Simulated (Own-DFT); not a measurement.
# Stretching a layer in its plane: wurtzite GaN, 72 atoms (Ga36N36)

Source: density functional calculations with Own-DFT, an unreviewed in-house program that is no longer used. Nothing was measured or relaxed, and spin and spin-orbit coupling are left out.

Common settings: PBE; PseudoDojo norm-conserving scalar-relativistic files (stringent for Ga); cutoff 96 hartree; 4 x 4 x 3 k mesh centred on Gamma; Gaussian smearing of 0.01 eV.

Caveats: forces not confirmed at this smearing and k mesh; stress not checked against mesh or cutoff.

Unstrained cell vectors in Å: (9.567, 0.000, 0.000); (-4.784, 8.285, 0.000); (0.000, 0.000, 10.370). The unstrained cell has measured lattice constants (interpolated for alloys), not those of this functional. That, the random moves and any unrelaxed bonds set the pressure at no strain. Each run strains x and y alike by e, as a substrate would, and holds the height along z. Each atom got a random Gaussian move of width 0.05 Å along each axis. Stress is positive in tension.

```
e (%)  u (Å)  (s_xx + s_yy)/2 (GPa)  s_zz (GPa)
-3.00  0.047                 -25.44      -11.93
-1.75  0.047                      ?           ?
-1.25  0.048                 -13.82       -9.01
-0.25  0.047                  -8.11       -6.84
 0.25  0.049                  -6.64       -4.71
 0.50  0.046                  -3.94       -6.09
 1.25  0.055                  -1.42       -5.35
 2.25  0.046                   3.76       -3.22
 2.50  0.049                   4.99       -3.95
 3.00  0.049                   6.53       -3.66
```

## What the rows give

With e as a fraction, the in-plane stress is -7.1 + 532 e - 2460 e² GPa (errors 10 and 518, scatter 0.54), and s_zz is -6.9 + 140 e GPa (slope ± 17, scatter 0.92). At e = 0 the first slope is C11 + C12 and the second 2 C13, both with the ions held to the strained lattice and at the cell's own pressure. The term in e² is negative: the layer stiffens under compression and softens under tension. A free layer would change its height as e changes, and the in-plane slope would drop by 2 C13²/C33 to the biaxial modulus. At fixed height, a misfit of 1 % moves the in-plane stress by about 5.3 GPa and s_zz by 1.4 GPa.

## Prediction

Asked: what are the two stresses at e = -1.75 %?

From the fit: -17.2 and -9.4 GPa. The run itself gave -17.46 and -8.69 GPa.
